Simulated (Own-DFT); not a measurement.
Simulation results for GaP (zincblende, atoms displaced)

Computed with Own-DFT development build. A calculation, not a measurement: plane-wave PBE density functional theory by an unreviewed code, no spin, of a simulated periodic cell, stress positive in tension, free energy of the whole cell less one offset for each atom, some atoms lie very close together; forces on such cells passed a denser k mesh, this cell's mesh not checked; offsets are fitted by least squares, one for each functional and potential file, so energies compare only between cells with the same atoms and settings and are not formation energies; the far tail of each file's local potential was reset to the Coulomb form; each entry is a single point on an unrelaxed cell, so the pressure reflects the starting lattice, mostly measured values (interpolated for alloys), from which strain is counted, and rises with the displacements; printed positions are rounded, which can move forces by about a meV/angstrom; the program, named Own-DFT, is a retired in-house code; no spin-orbit coupling; before rounding, a Quantum ESPRESSO 7.3.1 run of the same cell and cutoff gave forces within 1 meV/angstrom rms on each cell, which checks the program and not the settings.

Common to all runs: functional PBE; potential files PseudoDojo norm-conserving, scalar-relativistic, standard set; wave cutoff 42 hartree; occupations Fermi-Dirac; smearing width 0.1 eV; k mesh 2 x 3 x 3 centred on Gamma.

(1) GaP (zincblende, atoms displaced)

```
cell vectors (Å)
  16.3515     0.0000     0.0000
   0.0000    10.9010     0.0000
   0.0000     0.0000    10.9010
atoms (fractions of the cell vectors)
Ga  0.97743  0.99617  0.99470
Ga  0.01873  0.24460  0.22687
Ga  0.16827  0.99900  0.25692
Ga  0.16380  0.24059  0.97737
P   0.10570  0.16408  0.13679
P   0.07865  0.37369  0.38038
P   0.25429  0.12857  0.37125
P   0.26575  0.37795  0.13681
Ga  0.99692  0.99770  0.48667
Ga  0.01026  0.23817  0.76515
Ga  0.19425  0.98020  0.76099
Ga  0.16312  0.24136  0.50493
P   0.08369  0.11817  0.62870
P   0.08079  0.37137  0.86037
P   0.24681  0.12902  0.85766
P   0.23987  0.35627  0.63975
Ga  0.00553  0.50403  0.98313
Ga  0.01011  0.76085  0.24004
Ga  0.16581  0.51459  0.25133
Ga  0.18415  0.76226  0.00209
P   0.07763  0.62883  0.13833
P   0.05376  0.87712  0.36521
P   0.24217  0.64340  0.36690
P   0.24041  0.87663  0.09375
Ga  0.00804  0.49817  0.49347
Ga  0.00365  0.73575  0.76576
Ga  0.17902  0.50167  0.75132
Ga  0.16131  0.74651  0.49410
P   0.09838  0.63520  0.63102
P   0.07585  0.86869  0.86461
P   0.24535  0.62263  0.86833
P   0.24493  0.88941  0.64831
Ga  0.31345  0.00080  0.01615
Ga  0.34297  0.23979  0.25127
Ga  0.51069  0.00668  0.22627
Ga  0.50025  0.26178  0.00109
P   0.42842  0.12972  0.10268
P   0.41147  0.37797  0.35298
P   0.57965  0.13738  0.35966
P   0.57653  0.38851  0.11271
Ga  0.34941  0.00611  0.49593
Ga  0.33596  0.24134  0.74127
Ga  0.50847  0.01502  0.74436
Ga  0.49305  0.24452  0.50258
P   0.41321  0.14911  0.63079
P   0.42610  0.37055  0.86452
P   0.59552  0.14194  0.87573
P   0.57642  0.36715  0.58347
Ga  0.31962  0.49503  0.00990
Ga  0.33082  0.73473  0.22176
Ga  0.51586  0.51407  0.25454
Ga  0.50169  0.74253  0.99995
P   0.41067  0.64386  0.13965
P   0.42377  0.88263  0.36125
P   0.58770  0.59874  0.37465
P   0.59041  0.87888  0.13887
Ga  0.32768  0.50165  0.50545
Ga  0.32128  0.75913  0.75431
Ga  0.50359  0.51095  0.75314
Ga  0.49033  0.72354  0.49875
P   0.41063  0.62695  0.62268
P   0.42714  0.87272  0.87067
P   0.60046  0.64101  0.89298
P   0.57725  0.86379  0.59736
Ga  0.67592  0.00592  0.99806
Ga  0.67678  0.21371  0.24908
Ga  0.82606  0.99982  0.23440
Ga  0.84520  0.23402  0.98676
P   0.75283  0.15106  0.13399
P   0.75241  0.36363  0.38856
P   0.92982  0.12821  0.37120
P   0.91637  0.38570  0.12348
Ga  0.64594  0.98754  0.47698
Ga  0.66982  0.25477  0.72292
Ga  0.83743  0.98197  0.76889
Ga  0.83396  0.24010  0.51381
P   0.75008  0.11698  0.60686
P   0.73864  0.37151  0.86177
P   0.92404  0.10831  0.86399
P   0.91218  0.37473  0.62788
Ga  0.67170  0.47583  0.97922
Ga  0.65664  0.74507  0.25388
Ga  0.84430  0.52417  0.24478
Ga  0.83357  0.74224  0.99761
P   0.74043  0.63028  0.12171
P   0.75712  0.89989  0.40176
P   0.92024  0.63158  0.37701
P   0.92247  0.87453  0.09973
Ga  0.67323  0.51805  0.48874
Ga  0.66744  0.74408  0.76132
Ga  0.82421  0.48149  0.75183
Ga  0.82338  0.73505  0.51104
P   0.75892  0.59253  0.63103
P   0.74157  0.89503  0.85000
P   0.89990  0.63154  0.88696
P   0.91913  0.91093  0.59886
```

- free energy of cell above offsets: -11.646 eV
- pressure: 8.76 GPa
- stress xx: -8.32 GPa
- stress yy: -8.88 GPa
- stress zz: -9.08 GPa
- stress yz: -2.49 GPa
- stress xz: 3.19 GPa
- stress xy: -0.27 GPa

Force:
```
element  x (eV/Å)  y (eV/Å)  z (eV/Å)
     Ga     5.734     1.512    -1.361
     Ga    -6.451     3.665     4.184
     Ga     -0.89    -0.171    -0.267
     Ga     0.897     2.057      0.02
      P     3.312      -5.5    -2.664
      P     2.024    -0.634    -1.365
      P     0.033    -0.904     0.955
      P    -3.428    -1.554     0.831
     Ga     2.194     4.149     0.326
     Ga    -1.714    -0.308    -3.091
     Ga     -9.76     6.501     7.796
     Ga    -0.566     0.241    -0.616
      P     0.641    -1.188    -0.139
      P     1.753     2.224     1.432
      P     1.634     0.557     2.394
      P     1.591      1.15    -1.589
     Ga    -1.184     0.072     1.432
     Ga    -4.006    -2.111    -1.951
     Ga    -0.184    -2.065     0.317
     Ga    -7.977    -7.577    -6.179
      P     1.948    -1.081    -3.231
      P     6.424     1.291     1.737
      P       1.8    -0.632     0.365
      P     2.753     3.795      9.84
     Ga    -1.319     1.192     1.797
     Ga    -1.526    -0.187    -1.853
     Ga    -2.315    -1.131    -1.121
     Ga    -0.287     2.597     -0.23
      P    -2.182    -1.969      0.49
      P     2.056     1.888     2.241
      P     1.627     0.778     2.462
      P     6.669    -7.703    -12.37
     Ga     5.187     4.032    -3.575
     Ga     0.009    -0.735    -1.432
     Ga    -1.853     0.997     1.572
     Ga     1.046     0.188    -1.699
      P    -2.811    -1.798     1.625
      P     1.447     1.243     2.445
      P    -1.415    -1.278     1.145
      P     1.608    -0.451     0.867
     Ga    -0.937    -0.049       0.3
     Ga    -1.948     3.246     3.057
     Ga    -0.033    -0.621      0.22
     Ga    -1.001     0.481    -3.093
      P     2.646    -4.735    -2.169
      P    -2.007     0.974      0.31
      P    -0.814    -0.553    -0.275
      P     2.501     3.048     3.383
     Ga     2.901     1.749    -2.444
     Ga    -6.261     6.667     5.544
     Ga    -4.685    -3.185    -3.706
     Ga    -0.321       1.3      0.85
      P     7.458    -6.331    -5.536
      P    -0.519    -1.037    -0.156
      P      0.37      5.58     1.888
      P      0.54    -0.817    -3.169
     Ga    -0.412     -1.03    -0.863
     Ga     2.493     -0.48     0.158
     Ga     0.649    -0.372    -0.816
     Ga       1.2     1.873     -2.05
      P    -1.232    -0.706     1.918
      P    -1.428     0.536     0.051
      P    -2.169    -2.468     0.114
      P    -0.419    -0.591     2.624
     Ga    -0.718     0.534     0.832
     Ga     -4.45     6.105     5.329
     Ga     1.677     -0.22     1.275
     Ga    -0.649     2.092     0.663
      P     5.223    -4.435    -6.756
      P     0.179      0.87    -1.815
      P    -1.647     1.291    -1.874
      P     1.106    -1.061    -1.185
     Ga     0.762     1.698     0.105
     Ga    -0.859    -0.558    -0.956
     Ga     2.148     1.942    -4.505
     Ga     1.329     0.751     -1.72
      P    -1.273    -1.432     1.948
      P      3.01    -3.352    -0.976
      P    -1.529     2.624    -0.866
      P     1.857    -0.454     0.575
     Ga    -2.146     2.974     3.622
     Ga     1.631     0.224     1.188
     Ga    -1.821    -1.432     0.101
     Ga    -3.408     3.113     2.262
      P      0.96    -0.773    -0.094
      P      0.14    -2.239    -2.052
      P     0.475     0.965     0.378
      P    -3.535    -3.334     4.801
     Ga      1.65    -3.862     1.509
     Ga      0.82     0.917    -3.447
     Ga     3.023    -0.612     1.786
     Ga     1.634     1.571    -0.544
      P    -2.822     4.002    -0.958
      P    -1.288    -2.692     2.939
      P     3.478    -3.661    -4.121
      P    -4.044    -5.185     4.884
```

(2) GaP (zincblende, atoms displaced)

```
cell vectors (Å)
  16.3515     0.0000     0.0000
   0.0000    10.9010     0.0000
   0.0000     0.0000    10.9010
atoms (fractions of the cell vectors)
Ga  0.00276  0.01212  0.97491
Ga  0.98892  0.22523  0.21737
Ga  0.17168  0.99062  0.25633
Ga  0.16629  0.22891  0.00202
P   0.07944  0.12573  0.11056
P   0.07220  0.35533  0.38850
P   0.24061  0.10783  0.37475
P   0.25883  0.39082  0.10648
Ga  0.01533  0.03460  0.48834
Ga  0.99656  0.25179  0.75060
Ga  0.16775  0.00766  0.77030
Ga  0.16940  0.23568  0.51919
P   0.08404  0.15083  0.61520
P   0.07619  0.38596  0.87641
P   0.24379  0.13224  0.88479
P   0.25187  0.36183  0.62202
Ga  0.00525  0.51352  0.99172
Ga  0.00047  0.74646  0.23249
Ga  0.16226  0.46121  0.21465
Ga  0.16217  0.74903  0.01603
P   0.08431  0.62341  0.14434
P   0.08635  0.90080  0.37219
P   0.24547  0.61936  0.36758
P   0.25110  0.89131  0.13364
Ga  0.00552  0.46210  0.48961
Ga  0.00635  0.75085  0.72171
Ga  0.17175  0.48864  0.73707
Ga  0.17957  0.75820  0.48651
P   0.09879  0.61745  0.64390
P   0.09454  0.87136  0.88307
P   0.25308  0.61386  0.87396
P   0.24336  0.84160  0.62311
Ga  0.33607  0.00806  0.99999
Ga  0.34553  0.26020  0.25876
Ga  0.48831  0.99333  0.25111
Ga  0.51170  0.23147  0.97720
P   0.44272  0.15988  0.08718
P   0.41019  0.35899  0.38762
P   0.57665  0.12071  0.39083
P   0.56900  0.37515  0.12461
Ga  0.34093  0.01199  0.48919
Ga  0.32905  0.24132  0.75387
Ga  0.48615  0.00772  0.73801
Ga  0.49465  0.25843  0.49334
P   0.43061  0.08619  0.63809
P   0.41312  0.36384  0.87174
P   0.58801  0.10938  0.85476
P   0.58445  0.37074  0.63573
Ga  0.33369  0.50105  0.99626
Ga  0.34720  0.75773  0.27121
Ga  0.49495  0.50490  0.23580
Ga  0.49838  0.72674  0.00026
P   0.41308  0.62869  0.12656
P   0.40807  0.83701  0.39332
P   0.58668  0.60513  0.37614
P   0.58376  0.85388  0.13705
Ga  0.32804  0.48601  0.48944
Ga  0.33830  0.77110  0.75415
Ga  0.49203  0.50469  0.78183
Ga  0.50768  0.74277  0.50372
P   0.43018  0.61487  0.63597
P   0.41988  0.86907  0.90766
P   0.58353  0.63317  0.87725
P   0.59042  0.86646  0.60310
Ga  0.66731  0.99561  0.98228
Ga  0.67643  0.26931  0.26108
Ga  0.83311  0.01991  0.24282
Ga  0.83416  0.24262  0.98689
P   0.76314  0.11768  0.13693
P   0.74698  0.38599  0.36252
P   0.92231  0.11986  0.38022
P   0.90729  0.37078  0.15007
Ga  0.65896  0.00447  0.53316
Ga  0.66133  0.24709  0.76469
Ga  0.84101  0.98659  0.76219
Ga  0.84716  0.24034  0.49415
P   0.74193  0.11970  0.62557
P   0.74737  0.38596  0.86899
P   0.90899  0.12722  0.87686
P   0.92753  0.38131  0.63935
Ga  0.65491  0.53302  0.99791
Ga  0.67826  0.76587  0.25118
Ga  0.83637  0.49321  0.24456
Ga  0.83647  0.75185  0.00114
P   0.75370  0.64932  0.12976
P   0.74887  0.87354  0.38632
P   0.93920  0.62614  0.36180
P   0.90487  0.85522  0.13477
Ga  0.67148  0.48274  0.51014
Ga  0.67558  0.74462  0.74491
Ga  0.84764  0.49666  0.76218
Ga  0.82284  0.73483  0.50771
P   0.74914  0.61283  0.61072
P   0.74660  0.86381  0.86471
P   0.92602  0.62720  0.87721
P   0.91412  0.87346  0.63967
```

- free energy of cell above offsets: -11.488 eV
- pressure: 9.05 GPa
- stress xx: -9.47 GPa
- stress yy: -8.16 GPa
- stress zz: -9.52 GPa
- stress yz: 0.3 GPa
- stress xz: -0.61 GPa
- stress xy: 0.99 GPa

Force:
```
element  x (eV/Å)  y (eV/Å)  z (eV/Å)
     Ga    -0.018    -1.941     1.186
     Ga     0.093     1.118     2.562
     Ga    -1.143     0.976    -2.066
     Ga    -1.038     4.452      0.68
      P     0.641    -1.932     1.294
      P     5.392     -4.63    -5.632
      P     2.571     3.123     0.979
      P    -0.496    -4.823     1.457
     Ga    -0.259    -2.501     1.217
     Ga     0.849    -0.442      1.29
     Ga    -0.368    -1.122    -2.425
     Ga     3.159     2.752    -4.544
      P    -2.896    -3.643     5.514
      P     1.912    -2.167    -0.422
      P      2.91     -1.49    -1.703
      P     0.722     0.337     0.149
     Ga    -0.295    -0.483     2.421
     Ga      0.16     2.292     1.353
     Ga    -1.759     1.565     3.598
     Ga     1.733    -0.728    -0.022
      P     1.091    -1.085    -2.233
      P    -1.447    -3.422      0.83
      P     0.576    -0.992    -1.142
      P     1.654    -2.043    -0.973
     Ga    -2.901     6.388     3.407
     Ga       0.8    -0.555     2.116
     Ga     0.879    -0.853      2.66
     Ga    -3.302    -2.085    -2.005
      P    -1.977     1.551    -3.903
      P    -2.122      0.17    -1.035
      P    -0.484     1.502    -0.381
      P     2.318     5.152     3.115
     Ga     0.296     0.822     1.047
     Ga    -2.579    -2.332     -3.63
     Ga     1.122     0.064    -0.234
     Ga     6.727     6.235    -6.964
      P    -10.03    -7.359     10.31
      P     1.116     3.405    -0.146
      P     0.598     0.127    -1.288
      P     2.602    -0.507    -1.259
     Ga    -0.745    -2.109     0.786
     Ga     0.713    -0.351    -0.623
     Ga     13.57    -13.84     15.73
     Ga     2.547    -1.604     2.533
      P    -14.28     14.33    -15.76
      P     0.322    -0.215      0.98
      P    -0.928    -0.835     0.695
      P    -1.249     0.199      0.15
     Ga     1.924      1.51    -1.402
     Ga    -6.492    -4.615    -7.192
     Ga     0.309    -0.143     1.968
     Ga      0.69      1.61     1.553
      P    -1.064    -0.484     0.106
      P     5.087     6.766     5.635
      P     0.022     0.839     -0.45
      P    -1.243     1.947    -1.657
     Ga     -0.14     1.915     1.187
     Ga     0.568     -2.22     0.441
     Ga     1.331    -0.683    -1.638
     Ga      0.11    -2.037    -0.555
      P    -2.026     1.032    -0.888
      P    -0.237     1.038    -2.602
      P    -0.876     1.069    -3.148
      P    -2.214    -2.266     4.233
     Ga     0.036    -0.967     2.321
     Ga    -3.483     -3.51    -2.677
     Ga     3.605    -5.631      4.79
     Ga    -1.819     2.593     2.504
      P    -5.608     4.306    -5.154
      P     3.106      1.04     3.394
      P    -0.897     -0.03    -2.607
      P     2.216     -1.68    -4.915
     Ga     1.134     1.282    -4.244
     Ga     1.802     1.208    -1.968
     Ga     -2.06      0.97    -0.457
     Ga    -2.279     1.692     1.544
      P     3.426     1.929     1.749
      P    -0.102    -0.377     1.265
      P      1.84    -0.685    -1.918
      P    -1.986    -0.528    -2.016
     Ga     2.871    -2.999     3.297
     Ga    -1.045    -1.168     1.408
     Ga     -1.55      4.19     1.781
     Ga    -0.618    -0.818    -2.031
      P    -0.092    -3.023    -0.741
      P     0.684       1.9      0.57
      P    -2.867     -1.95     2.836
      P     1.555     3.421      0.01
     Ga    -1.713    -0.294    -0.868
     Ga    -1.575     -0.68    -1.743
     Ga      -1.5     0.642     -0.54
     Ga     2.922     1.999    -2.136
      P     0.288    -1.038     3.471
      P     1.559      0.85     1.544
      P    -1.077       1.7    -0.727
      P      0.72    -0.101    -2.995
```
